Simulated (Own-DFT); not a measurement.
# Same atoms, different arrangement: As32Ga32, 64 atoms

These are calculations, not measurements. The program, named Own-DFT, is a retired in-house plane-wave density functional code that no person has reviewed. Each row is one single-point run on a periodic cell that was not relaxed, without spin or spin-orbit coupling.

Settings of every run: PBE; PseudoDojo norm-conserving scalar-relativistic files; cutoff 42 hartree; 3 x 3 x 3 k mesh centred on Gamma; Fermi-Dirac smearing of 0.1 eV.

Known limits, some of them of some rows only: not probed for a lower state with spin; forces on such cells failed a check on a denser k mesh; forces not confirmed at this smearing and k mesh; stress not checked against mesh or cutoff.

All cells hold the same atoms in the same cell, with vectors in Å (11.307, 0.000, 0.000); (0.000, 11.307, 0.000); (0.000, 0.000, 11.307). Every atom was moved at random from its ideal site; u is the rms move along one axis. The defect's site can differ from row to row. E is the free energy of the cell above the lowest run. The arrangements:

- A: zincblende GaAs
- B: zincblende GaAs, with one As on a Ga site and one Ga on an As site, 2.4 Å apart

| arrangement | u (Å) | E (eV) | P (GPa) |
|---|---|---|---|
| A | 0.0201 | 0.000 | 3.50 |
| A | 0.0202 | 0.041 | 3.51 |
| A | 0.0227 | 0.204 | 3.56 |
| A | 0.0474 | 2.137 | 3.97 |
| A | 0.0478 | 1.711 | 3.86 |
| A | 0.0531 | 2.252 | 3.96 |
| B | 0.0284 | 3.022 | 3.93 |
| B | 0.0290 | 2.866 | 3.87 |
| B | 0.0307 | 3.024 | 3.91 |
| B | 0.0469 | 4.661 | 4.23 |
| B | 0.0492 | 4.593 | 4.27 |
| B | 0.0515 | 4.913 | 4.32 |

Question: once the cost of the random moves is taken out, how do the arrangements rank?

## Worked answer

Fit E = a + b u², with one b for all and one a for each arrangement, and with residuals divided by u², since the noise grows with the moves. Then b = 1034 eV/Å², the scatter at u = 0.04 Å is 0.17 eV, and against A:

- B: 2.49 ± 0.06 eV (higher)

These are energies of unrelaxed cells. Relaxing the atoms lowers the strained arrangements most, so the gaps would shrink and small ones could change sign.
